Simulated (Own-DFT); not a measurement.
# Response to strain: 4H SiC, 72 atoms (C36Si36)

All numbers below are calculated, not measured. The program, named Own-DFT, is a retired in-house plane-wave density functional code that no person has reviewed. Each row is one single-point run on a periodic cell that was not relaxed, without spin or spin-orbit coupling.

Settings of every run: PBE; PseudoDojo norm-conserving scalar-relativistic files; cutoff 42 hartree; 4 x 4 x 3 k mesh centred on Gamma; Fermi-Dirac smearing of 0.1 eV.

Known limits: forces on such cells passed a denser k mesh, each cell not checked; stress not checked against mesh or cutoff.

Unstrained cell vectors in Å: (9.248, 0.000, 0.000); (-4.624, 8.009, 0.000); (0.000, 0.000, 10.068). The unstrained cell has measured lattice constants (interpolated for alloys), not those of this functional. That, the random moves and any unrelaxed bonds set the pressure at no strain. Each run strains this cell uniformly, with the atoms carried along. Every atom was also moved at random, by a Gaussian of width 0.05 Å on each axis. Strain is the symmetric tensor, in per cent. Stress is positive in tension, and the pressure is minus a third of its trace.

```
run  e_xx (%)  e_yy (%)  e_zz (%)  e_yz (%)  e_xz (%)  e_xy (%)  s_xx (GPa)  s_yy (GPa)  s_zz (GPa)  s_yz (GPa)  s_xz (GPa)  s_xy (GPa)  P (GPa)  E (meV/atom)
  1      1.05      0.77     -1.22     -0.88      1.34     -1.74        1.41        0.57      -12.84       -1.79        4.92       -7.83     3.62           6.6
  2     -0.08      0.92     -0.82      1.63     -1.87     -1.53       -5.54       -0.97       -9.96        5.60       -6.86       -6.69     5.49          26.2
  3      1.88     -1.15     -1.56     -1.93      0.43     -1.20        3.03       -9.83      -16.07       -5.11        1.85       -5.44     7.62          35.3
  4     -1.88      0.61     -1.27      0.79     -1.12     -1.76      -16.50       -2.45      -15.71        2.53       -3.91       -8.26    11.56          30.8
  5     -0.79     -1.42     -0.12      1.38      1.46     -0.13      -11.64      -13.57       -9.15        5.03        5.63       -1.34    11.45          45.5
  6     -0.55      0.14     -1.96     -1.82     -0.48     -0.77       -8.78       -6.39      -18.52       -6.94       -1.30       -2.47    11.23          37.5
  7      1.45     -1.75      0.02      1.10     -0.79     -0.60        1.21      -13.98       -3.98        3.86       -2.75       -2.08     5.58           7.2
  8     -0.38     -1.63      0.57     -1.05     -1.53     -1.17      -10.31      -15.37       -3.03       -4.84       -6.70       -6.57     9.57          53.8
  9      1.43      1.31     -0.72     -0.84     -1.08     -1.72        2.80        2.43       -8.71       -2.38       -4.44       -7.93     1.16          18.1
 10     -0.56      0.40     -1.81     -0.32      0.37     -1.32       -8.79       -2.60      -19.70       -1.04        3.08       -4.21    10.37          36.6
 11      1.00     -0.70     -1.51     -1.40     -0.07     -0.45        0.03      -11.41      -13.82       -6.23       -0.30       -2.19     8.40          19.9
 12      0.22     -1.82     -1.42      0.23      0.10      0.14       -6.16      -13.91      -16.94        0.44        0.05        2.07    12.34          29.7
 13     -0.70     -0.42      1.31      0.10      0.21     -1.44       -9.32       -6.52        2.13        0.12        0.79       -6.21     4.57           0.1
 14      1.70      1.78      0.69      0.86      1.60     -0.18        5.31        6.60       -0.65        2.68        5.21       -0.78    -3.75           0.0
 15     -0.73      1.84      0.70      1.42     -0.37      1.24       -8.33        5.12       -1.72        4.60       -2.32        6.55     1.64          19.9
 16     -1.51     -0.73      1.41      1.08     -0.79     -0.59      -13.64      -11.63        1.64        3.33       -2.82       -3.61     7.88          32.6
 17      0.13      0.76     -1.04     -1.75     -0.29      0.24           ?           ?           ?           ?           ?           ?        ?             ?
```

E is the free energy for each atom above the lowest run shown.

## Worked fit

Each stress component was fitted by least squares to a constant and the strains of the runs shown, as fractions, with shears doubled. Shear strains stay in the fit of a normal stress only where such slopes are resolved. The slopes, in GPa:

| stress | at no strain | per e_xx | per e_yy | per e_zz | scatter |
|---|---|---|---|---|---|
| s_xx | -5.7 | 562 ± 15 | 84 ± 14 | 17 ± 15 | 0.66 |
| s_yy | -5.2 | 69 ± 29 | 567 ± 27 | 15 ± 30 | 1.31 |
| s_zz | -6.1 | 89 ± 24 | 33 ± 22 | 656 ± 25 | 1.07 |

Each shear stress against twice its own strain: yz 183 ± 10, xz 195 ± 8, xy 244 ± 15 GPa. These are stiffnesses along x, y and z of the frame in which the cell vectors are given, which need not be the crystal's axes. The atoms are held to the strained lattice; where symmetry lets them move under strain, relaxing them would lower some slopes. The table should be nearly symmetric about its diagonal, and what it lacks of that shows the noise. A ninth of its sum, 232 ± 5 GPa, estimates the bulk modulus near the mean pressure of these runs, 6.8 GPa, so it lies above the value at zero pressure.

## Withheld run

Question: what normal stresses and pressure should run 17 give?

The fit gives s_xx = -4.5, s_yy = -1.0, s_zz = -12.6 and P = 6.0 GPa. The calculation gave -3.06, -2.21, -12.41 and P = 5.89 GPa.
